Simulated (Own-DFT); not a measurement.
## Calculated data, Hf36O71 (tetragonal hafnia with one neutral oxygen vacancy, atoms displaced)

A calculation, not a measurement: plane-wave PBE and HSE06 DFT by an unreviewed code, no spin, of a simulated cell at Gamma alone, so results move with cell size and shape, stress positive in tension, energies less offsets, not probed for a lower state with spin; hafnium file: forces about 75 meV/angstrom off all-electron values; oxygen file: force components 24 meV/angstrom off all-electron in a glass; k mesh not checked against a denser one; forces and stress are PBE's, HSE06 gives the energy alone, and its difference from PBE has offsets of its own; offsets are fitted by least squares, one for each functional and potential file, so energies compare only between cells with the same atoms and settings and are not formation energies; the far tail of each file's local potential was reset to the Coulomb form; each entry is a single point on an unrelaxed cell, so the pressure reflects the starting lattice, taken from the Materials Project, from which strain is counted, and rises with the displacements; printed positions are rounded, which can move forces by about a meV/angstrom; the program is a retired in-house code; no spin-orbit coupling. Program: Own-DFT development build.

Settings shared by all entries: first functional PBE; second functional HSE06; exact exchange share 0.25; screening 0.11 1/bohr; exchange divergence Gygi-Baldereschi; potential files PseudoDojo norm-conserving, scalar-relativistic, made for PBE, standard set; wave cutoff 48 hartree; occupations fixed; k mesh 1 x 1 x 1 centred on Gamma.

(1) 
```cif
# cell vector a (Å): 10.7800 0.0000 0.0000
# cell vector b (Å): 0.0000 10.7800 0.0000
# cell vector c (Å): 0.0000 0.0000 10.4493
data_Hf36O71
_symmetry_space_group_name_H-M 'P 1'
_symmetry_Int_Tables_number 1
_cell_length_a 10.7800
_cell_length_b 10.7800
_cell_length_c 10.4493
_cell_angle_alpha 90.000
_cell_angle_beta 90.000
_cell_angle_gamma 90.000
_cell_volume 1214.30
loop_
_atom_site_label
_atom_site_type_symbol
_atom_site_fract_x
_atom_site_fract_y
_atom_site_fract_z
_atom_site_occupancy
Hf1 Hf 0.00038 0.99919 0.00125 1
Hf2 Hf 0.16732 0.16561 0.24819 1
O1 O 0.00263 0.16276 0.14180 1
O2 O 0.00155 0.16326 0.40124 1
O3 O 0.16582 0.00193 0.09507 1
Hf3 Hf 0.99773 0.99323 0.49773 1
Hf4 Hf 0.16799 0.16719 0.74886 1
O4 O 0.99762 0.16558 0.65113 1
O5 O 0.16223 0.00465 0.85255 1
O6 O 0.00523 0.16821 0.89930 1
O7 O 0.16867 0.00206 0.59343 1
Hf5 Hf 0.99768 0.33215 0.00151 1
Hf6 Hf 0.16622 0.50115 0.25202 1
O8 O 0.00291 0.50376 0.15182 1
O9 O 0.16857 0.33438 0.34208 1
O10 O 0.99724 0.49855 0.40391 1
O11 O 0.16463 0.33455 0.09513 1
Hf7 Hf 0.99887 0.33404 0.50355 1
Hf8 Hf 0.16785 0.50187 0.74971 1
O12 O 0.99775 0.50286 0.65001 1
O13 O 0.16827 0.33447 0.84651 1
O14 O 0.00442 0.49891 0.90289 1
O15 O 0.17122 0.32925 0.59820 1
Hf9 Hf 0.00199 0.66809 0.00168 1
Hf10 Hf 0.16963 0.83272 0.25133 1
O16 O 0.99848 0.83061 0.15419 1
O17 O 0.16867 0.66288 0.34607 1
O18 O 0.99994 0.83406 0.39820 1
O19 O 0.16514 0.66684 0.09797 1
Hf11 Hf 0.99579 0.66831 0.50468 1
Hf12 Hf 0.16566 0.82955 0.75023 1
O20 O 0.99943 0.83663 0.65473 1
O21 O 0.16933 0.66982 0.84960 1
O22 O 0.99433 0.83358 0.90765 1
O23 O 0.16763 0.66556 0.59584 1
Hf13 Hf 0.33118 0.00008 0.00110 1
Hf14 Hf 0.49842 0.16484 0.25186 1
O24 O 0.33739 0.16494 0.15141 1
O25 O 0.50423 0.99959 0.34918 1
O26 O 0.33545 0.16383 0.40123 1
O27 O 0.49995 0.00229 0.10212 1
Hf15 Hf 0.33567 0.00251 0.49695 1
Hf16 Hf 0.49908 0.16517 0.75046 1
O28 O 0.33316 0.16442 0.65148 1
O29 O 0.49740 0.99837 0.85323 1
O30 O 0.33482 0.16327 0.90289 1
O31 O 0.50377 0.00347 0.59483 1
Hf17 Hf 0.33573 0.33451 0.99798 1
Hf18 Hf 0.50241 0.50261 0.24713 1
O32 O 0.33474 0.50274 0.15345 1
O33 O 0.50084 0.33585 0.34354 1
O34 O 0.33342 0.49696 0.40477 1
O35 O 0.49584 0.34005 0.10296 1
Hf19 Hf 0.32891 0.33186 0.49373 1
Hf20 Hf 0.50199 0.49893 0.74809 1
O36 O 0.33288 0.49979 0.65285 1
O37 O 0.50058 0.33775 0.84912 1
O38 O 0.32734 0.50147 0.90085 1
O39 O 0.49859 0.33564 0.59793 1
Hf21 Hf 0.33349 0.66726 0.00153 1
Hf22 Hf 0.50252 0.83569 0.24987 1
O40 O 0.33030 0.83340 0.15131 1
O41 O 0.49549 0.66856 0.35225 1
O42 O 0.32766 0.83811 0.39924 1
O43 O 0.49506 0.67247 0.09774 1
Hf23 Hf 0.33344 0.65873 0.49951 1
Hf24 Hf 0.49667 0.82572 0.75120 1
O44 O 0.33429 0.83101 0.65135 1
O45 O 0.49772 0.66346 0.84819 1
O46 O 0.33224 0.83225 0.90841 1
O47 O 0.50224 0.67515 0.59457 1
Hf25 Hf 0.66547 0.00115 0.00223 1
Hf26 Hf 0.83126 0.16246 0.24918 1
O48 O 0.66690 0.16706 0.14917 1
O49 O 0.83242 0.00134 0.35021 1
O50 O 0.66881 0.16267 0.40164 1
O51 O 0.83786 0.00186 0.09433 1
Hf27 Hf 0.66879 0.00314 0.49881 1
Hf28 Hf 0.83172 0.16489 0.75029 1
O52 O 0.66528 0.16618 0.65487 1
O53 O 0.83463 0.00032 0.84824 1
O54 O 0.66503 0.16268 0.90650 1
O55 O 0.83271 0.99848 0.60353 1
Hf29 Hf 0.67090 0.33172 0.00582 1
Hf30 Hf 0.83036 0.49855 0.25051 1
O56 O 0.66498 0.49937 0.14908 1
O57 O 0.83761 0.32941 0.34322 1
O58 O 0.66912 0.50163 0.40398 1
O59 O 0.83249 0.33668 0.09930 1
Hf31 Hf 0.66978 0.32820 0.50202 1
Hf32 Hf 0.83402 0.50185 0.74624 1
O60 O 0.66657 0.49761 0.65196 1
O61 O 0.83060 0.32975 0.84970 1
O62 O 0.66109 0.50348 0.90121 1
O63 O 0.82839 0.33349 0.59759 1
Hf33 Hf 0.67022 0.66676 0.99582 1
Hf34 Hf 0.83806 0.83247 0.25249 1
O64 O 0.66968 0.83506 0.14820 1
O65 O 0.83626 0.66982 0.34931 1
O66 O 0.66737 0.82941 0.40160 1
O67 O 0.83353 0.66408 0.09531 1
Hf35 Hf 0.66171 0.66631 0.50134 1
Hf36 Hf 0.83507 0.83212 0.75117 1
O68 O 0.66464 0.83512 0.64796 1
O69 O 0.83434 0.66708 0.84702 1
O70 O 0.66746 0.83715 0.90224 1
O71 O 0.83469 0.66378 0.59874 1
_calc_PBE_energy_of_cell_above_offsets '-101.079'  # eV
_calc_HSE06_less_PBE_above_offsets '-0.148'  # eV
_calc_PBE_pressure 0.62  # GPa
_calc_PBE_stress_xx -0.35  # GPa
_calc_PBE_stress_yy -0.39  # GPa
_calc_PBE_stress_zz -1.13  # GPa
_calc_PBE_stress_yz 0.22  # GPa
_calc_PBE_stress_xz 0.18  # GPa
_calc_PBE_stress_xy -0.05  # GPa
```

Force:
```tsv
element	x (eV/Å)	y (eV/Å)	z (eV/Å)
Hf	0.296	1.104	-0.755
Hf	-0.495	-0.554	-0.491
O	-0.583	0.543	1.481
O	0.477	0.249	-0.008
O	0.214	-0.243	1.071
Hf	0.53	1.655	0.646
Hf	-0.68	-0.027	0.374
O	0.108	0.498	0.01
O	0.418	-1.454	-0.99
O	-0.551	0.108	0.166
O	-0.485	-0.296	-0.513
Hf	0.975	-0.232	-0.609
Hf	0.011	-0.107	-1.24
O	-0.938	-0.23	0.555
O	0.074	-0.569	0.824
O	0.042	0.218	0.284
O	0.652	-0.122	-0.046
Hf	0.218	-0.824	-0.509
Hf	0.062	-0.465	0.911
O	0.552	-0.458	0.105
O	0.154	-0.076	-0.509
O	-0.379	0.345	-0.32
O	-1.167	0.411	-0.391
Hf	-0.09	-0.728	0.241
Hf	0.14	0.368	-0.013
O	0.585	0.087	-0.058
O	0.041	0.717	0.533
O	0.367	-0.433	0.551
O	0.383	0.123	-0.043
Hf	0.526	-0.732	-1.158
Hf	0.883	1.323	0.203
O	0.371	-0.506	-0.496
O	-0.512	-0.261	-0.472
O	0.323	-0.417	-0.781
O	-0.601	0.161	0.348
Hf	0.563	-0.065	-0.048
Hf	0.076	0.302	-0.525
O	-0.809	0.156	0.313
O	-0.035	0.029	-0.03
O	-0.319	0.539	-0.616
O	-0.039	-0.269	0.041
Hf	-0.071	-0.851	0.832
Hf	-0.471	-0.303	0.422
O	0.467	0.06	0.069
O	0.041	-0.182	-0.852
O	0.046	0.974	-0.159
O	-0.461	0.137	0.24
Hf	-0.655	0.061	0.051
Hf	-0.692	-0.305	0.089
O	-0.331	0.073	0.173
O	0.136	-0.495	0.441
O	-0.013	0.163	-0.338
O	0.923	-0.42	-0.798
Hf	1.041	-0.256	0.83
Hf	-0.192	-0.676	0.456
O	0.236	0.55	-0.348
O	-0.211	-0.823	-0.103
O	0.177	-0.098	0.127
O	0.16	-0.215	-0.514
Hf	-0.482	-0.393	0.261
Hf	-0.122	-0.317	-0.456
O	0.508	0.205	0.429
O	0.1	-0.225	-0.433
O	-0.323	-0.552	0.248
O	1.508	-0.203	0.136
Hf	0.016	1.435	-0.273
Hf	0.699	1.403	-0.084
O	-0.506	0.042	0.522
O	-0.013	0.339	-0.208
O	-0.029	0.252	-0.905
O	-0.96	-0.771	0.784
Hf	-0.008	-0.696	-0.061
Hf	1.076	-0.006	-0.544
O	-0.067	0.284	0.58
O	0.031	-0.528	-0.058
O	0.056	1.226	-0.255
O	-1.113	0.108	0.858
Hf	-0.273	-1.781	0.77
Hf	0.749	-0.494	0.467
O	0.204	0.33	-0.455
O	0.028	-0.03	-0.17
O	-0.069	1.049	-0.389
O	-0.007	0.029	-0.775
Hf	-1.32	0.243	-1.048
Hf	0.884	0.548	-0.026
O	0.432	0.206	0.257
O	-0.333	0.2	0.482
O	0.198	-0.625	-0.329
O	0.295	0.033	0.313
Hf	-1.611	0.727	-0.447
Hf	-0.343	-0.437	1.012
O	0.096	0.366	-0.062
O	-0.155	0.889	-0.168
O	0.575	-0.679	0.123
O	1.242	0.089	0.102
Hf	-0.559	0.655	0.505
Hf	-0.926	0.017	-0.566
O	-0.056	-0.043	0.774
O	0.173	-0.739	-0.207
O	-0.058	0.629	-0.154
O	-0.178	-0.1	0.253
Hf	0.915	0.682	-0.446
Hf	-1.335	1.118	0.197
O	0.448	-0.497	0.917
O	-0.237	-0.498	-0.106
O	0.013	-0.95	-0.287
O	-0.645	0.195	0.275
```

(2) 
```cif
# cell vector a (Å): 10.7800 0.0000 0.0000
# cell vector b (Å): 0.0000 10.7800 0.0000
# cell vector c (Å): 0.0000 0.0000 10.4493
data_Hf36O71
_symmetry_space_group_name_H-M 'P 1'
_symmetry_Int_Tables_number 1
_cell_length_a 10.7800
_cell_length_b 10.7800
_cell_length_c 10.4493
_cell_angle_alpha 90.000
_cell_angle_beta 90.000
_cell_angle_gamma 90.000
_cell_volume 1214.30
loop_
_atom_site_label
_atom_site_type_symbol
_atom_site_fract_x
_atom_site_fract_y
_atom_site_fract_z
_atom_site_occupancy
Hf1 Hf 0.99583 0.00546 0.00684 1
Hf2 Hf 0.16079 0.16499 0.24512 1
O1 O 0.99939 0.16689 0.15275 1
O2 O 0.16415 0.99304 0.35671 1
O3 O 0.00262 0.17083 0.40687 1
O4 O 0.17256 0.99080 0.09706 1
Hf3 Hf 0.99790 0.99871 0.49398 1
Hf4 Hf 0.16190 0.16760 0.75115 1
O5 O 0.99476 0.16410 0.65548 1
O6 O 0.16937 0.00548 0.85427 1
O7 O 0.98899 0.16746 0.90074 1
O8 O 0.16838 0.99546 0.60646 1
Hf5 Hf 0.00801 0.32942 0.00159 1
Hf6 Hf 0.17539 0.49894 0.24855 1
O9 O 0.99250 0.51167 0.15408 1
O10 O 0.16268 0.33174 0.34863 1
O11 O 0.00402 0.49429 0.40612 1
O12 O 0.17265 0.33169 0.09881 1
Hf7 Hf 0.00102 0.33859 0.50287 1
Hf8 Hf 0.16865 0.49702 0.74371 1
O13 O 0.99919 0.50051 0.64580 1
O14 O 0.16498 0.33396 0.85098 1
O15 O 0.00495 0.49887 0.90360 1
O16 O 0.16798 0.33954 0.60356 1
Hf9 Hf 0.00838 0.66204 0.00071 1
Hf10 Hf 0.17511 0.84388 0.25201 1
O17 O 0.00690 0.83281 0.16362 1
O18 O 0.16359 0.66385 0.34493 1
O19 O 0.99912 0.82960 0.40048 1
Hf11 Hf 0.99381 0.66053 0.49844 1
Hf12 Hf 0.16769 0.83196 0.76161 1
O20 O 0.99730 0.83093 0.65278 1
O21 O 0.16494 0.65853 0.83680 1
O22 O 0.99268 0.82367 0.90256 1
O23 O 0.16327 0.66519 0.60036 1
Hf13 Hf 0.33351 0.00077 0.00017 1
Hf14 Hf 0.50133 0.17019 0.24818 1
O24 O 0.33304 0.16775 0.15789 1
O25 O 0.50814 0.99465 0.35370 1
O26 O 0.32460 0.16994 0.39826 1
O27 O 0.49011 0.00265 0.09494 1
Hf15 Hf 0.33525 0.99316 0.49687 1
Hf16 Hf 0.50417 0.16521 0.75583 1
O28 O 0.32793 0.17588 0.64851 1
O29 O 0.49981 0.99564 0.84440 1
O30 O 0.33091 0.16843 0.90450 1
O31 O 0.49842 0.00378 0.60022 1
Hf17 Hf 0.33303 0.32153 0.00225 1
Hf18 Hf 0.49940 0.50136 0.25380 1
O32 O 0.34095 0.50147 0.14545 1
O33 O 0.49615 0.32961 0.35816 1
O34 O 0.32886 0.49698 0.40424 1
O35 O 0.50292 0.33301 0.09000 1
Hf19 Hf 0.32212 0.33770 0.50052 1
Hf20 Hf 0.50015 0.50526 0.74861 1
O36 O 0.34521 0.50204 0.65135 1
O37 O 0.50055 0.33483 0.84383 1
O38 O 0.33846 0.50551 0.90546 1
O39 O 0.49887 0.32570 0.60289 1
Hf21 Hf 0.33711 0.66106 0.00147 1
Hf22 Hf 0.50541 0.83311 0.25818 1
O40 O 0.33379 0.84092 0.14788 1
O41 O 0.49733 0.66702 0.35060 1
O42 O 0.33727 0.83609 0.40306 1
O43 O 0.49378 0.66885 0.09821 1
Hf23 Hf 0.33128 0.66519 0.49502 1
Hf24 Hf 0.50475 0.82905 0.75306 1
O44 O 0.33799 0.83124 0.66049 1
O45 O 0.50576 0.66866 0.85407 1
O46 O 0.33544 0.83328 0.90067 1
O47 O 0.49692 0.66422 0.60426 1
Hf25 Hf 0.66891 0.00117 0.99604 1
Hf26 Hf 0.82992 0.17094 0.24384 1
O48 O 0.67111 0.17713 0.14561 1
O49 O 0.84256 0.99440 0.34559 1
O50 O 0.66361 0.16943 0.41654 1
O51 O 0.83500 0.00873 0.09478 1
Hf27 Hf 0.66198 0.00047 0.49763 1
Hf28 Hf 0.83476 0.16455 0.75127 1
O52 O 0.66391 0.16177 0.65439 1
O53 O 0.82277 0.99261 0.84486 1
O54 O 0.66270 0.16419 0.90805 1
O55 O 0.83184 0.99553 0.60179 1
Hf29 Hf 0.66134 0.33569 0.99984 1
Hf30 Hf 0.83928 0.49976 0.24623 1
O56 O 0.66173 0.50387 0.15756 1
O57 O 0.83151 0.34468 0.34763 1
O58 O 0.66684 0.50035 0.41454 1
O59 O 0.83537 0.33738 0.09999 1
Hf31 Hf 0.67519 0.33123 0.48870 1
Hf32 Hf 0.82923 0.50560 0.75555 1
O60 O 0.66597 0.51153 0.65426 1
O61 O 0.83296 0.33468 0.84314 1
O62 O 0.67165 0.49977 0.89913 1
O63 O 0.84327 0.33754 0.59256 1
Hf33 Hf 0.66121 0.65737 0.99900 1
Hf34 Hf 0.83588 0.84351 0.25268 1
O64 O 0.66430 0.83495 0.15797 1
O65 O 0.83757 0.66855 0.34535 1
O66 O 0.66424 0.83331 0.39526 1
O67 O 0.83054 0.66048 0.10757 1
Hf35 Hf 0.66938 0.67055 0.49837 1
Hf36 Hf 0.83045 0.84749 0.75425 1
O68 O 0.66873 0.82983 0.65341 1
O69 O 0.83296 0.67166 0.85936 1
O70 O 0.66893 0.82308 0.90015 1
O71 O 0.83919 0.67640 0.60861 1
_calc_PBE_energy_of_cell_above_offsets '-95.034'  # eV
_calc_HSE06_less_PBE_above_offsets '0.182'  # eV
_calc_PBE_pressure 2.49  # GPa
_calc_PBE_stress_xx -0.92  # GPa
_calc_PBE_stress_yy -3.99  # GPa
_calc_PBE_stress_zz -2.57  # GPa
_calc_PBE_stress_yz -1.53  # GPa
_calc_PBE_stress_xz 0.54  # GPa
_calc_PBE_stress_xy -0.1  # GPa
```

Force:
```tsv
element	x (eV/Å)	y (eV/Å)	z (eV/Å)
Hf	2.338	-2.217	-1.463
Hf	2.027	0.379	2.91
O	-0.403	-0.221	-0.757
O	-0.065	2.169	-0.466
O	-0.405	-0.71	-0.946
O	-2.092	1.454	0.864
Hf	0.877	-1.279	1.967
Hf	1.474	-0.865	-1.296
O	0.899	-0.013	-0.05
O	-0.82	-0.192	0.155
O	0.249	-0.651	0.82
O	-0.149	0.261	-1.026
Hf	-1.246	1.94	-1.142
Hf	-1.047	0.917	0.122
O	3.656	-0.778	-0.542
O	0.31	-0.107	-0.813
O	-0.252	0.924	-1.291
O	-1.298	-0.254	0.689
Hf	0.732	-0.337	0.143
Hf	-0.292	0.587	-0.167
O	0.042	-0.062	1.139
O	-0.056	-0.561	0.388
O	-0.183	-0.805	0.286
O	-1.148	0.051	0.082
Hf	-1.559	-0.203	0.538
Hf	-0.678	-2.544	-0.59
O	-0.567	0.416	-1.398
O	1.003	0.397	-0.808
O	-0.128	0.629	0.711
Hf	0.387	1.269	0.98
Hf	-0.372	0.42	-2.046
O	0.934	0.925	0.729
O	-0.014	1.027	1.636
O	1.071	2.559	1.009
O	1.121	-0.223	-1.261
Hf	-0.152	-1.712	-1.183
Hf	-1.035	-0.366	0.903
O	0.029	0.405	-0.701
O	-0.324	2.063	-0.665
O	0.434	-1.274	0.123
O	2.953	0.78	0.725
Hf	-0.917	2.582	2.412
Hf	-1.222	1.088	-2.303
O	-0.178	-0.614	1.326
O	0.427	0.556	0.901
O	0.332	-0.712	-0.323
O	0.228	-0.263	-0.767
Hf	0.835	2.551	-1.145
Hf	0.316	-0.11	0.215
O	-0.698	-0.189	1.366
O	0.634	0.511	-2.125
O	0.019	1.033	-1.263
O	-1.14	-0.553	1.634
Hf	2.861	-2.625	1.148
Hf	0.773	-0.697	-0.149
O	-2.657	-0.203	-0.555
O	0.301	-0.201	1.149
O	-0.178	-1.96	-0.595
O	0.689	0.528	-1.142
Hf	-1.167	1.107	-0.292
Hf	-0.621	-0.386	-1.928
O	0.455	-0.703	1.11
O	-0.068	-0.531	0.16
O	-0.184	-1.255	-0.639
O	1.273	-0.043	0.935
Hf	-0.406	0.23	2.16
Hf	-0.489	-0.199	-0.412
O	-0.769	0.056	-0.865
O	-0.191	-0.725	-0.043
O	-0.611	-0.31	0.615
O	0.461	0.66	-1.314
Hf	-1.856	-2.225	-0.048
Hf	0.734	0.899	1.18
O	-0.839	-0.815	1.383
O	-0.681	3.677	0.748
O	0.716	-2.048	-3.317
O	-0.88	-0.169	0.768
Hf	-0.242	-0.694	2.221
Hf	-0.891	0.982	-0.835
O	1.459	0.032	0.582
O	0.139	4.772	3.077
O	0.102	0.565	-0.519
O	-0.14	0.556	-1.045
Hf	1.612	0.202	-1.135
Hf	-1.476	2.526	0.041
O	-0.141	-0.692	-0.278
O	-0.429	-3.136	-0.124
O	-0.534	0.794	-1.43
O	0.284	-0.483	-0.339
Hf	-1.317	2.124	4.018
Hf	0.482	1.275	-0.507
O	0.763	-0.334	0.256
O	-0.207	-0.558	0.222
O	-0.28	-0.826	0.562
O	-2.538	-0.612	0.559
Hf	1.846	1.472	0.677
Hf	0.347	-4.671	-1.159
O	0.503	0.918	-0.764
O	-0.435	-0.186	1.093
O	0.37	0.148	0.884
O	-0.036	0.594	-1.439
Hf	0.548	-0.668	2.016
Hf	1.322	-6.278	-2.636
O	-0.863	0.423	-0.895
O	-0.111	-1.387	-0.874
O	-0.373	2.179	1
O	-1.307	-1.175	-1.521
```
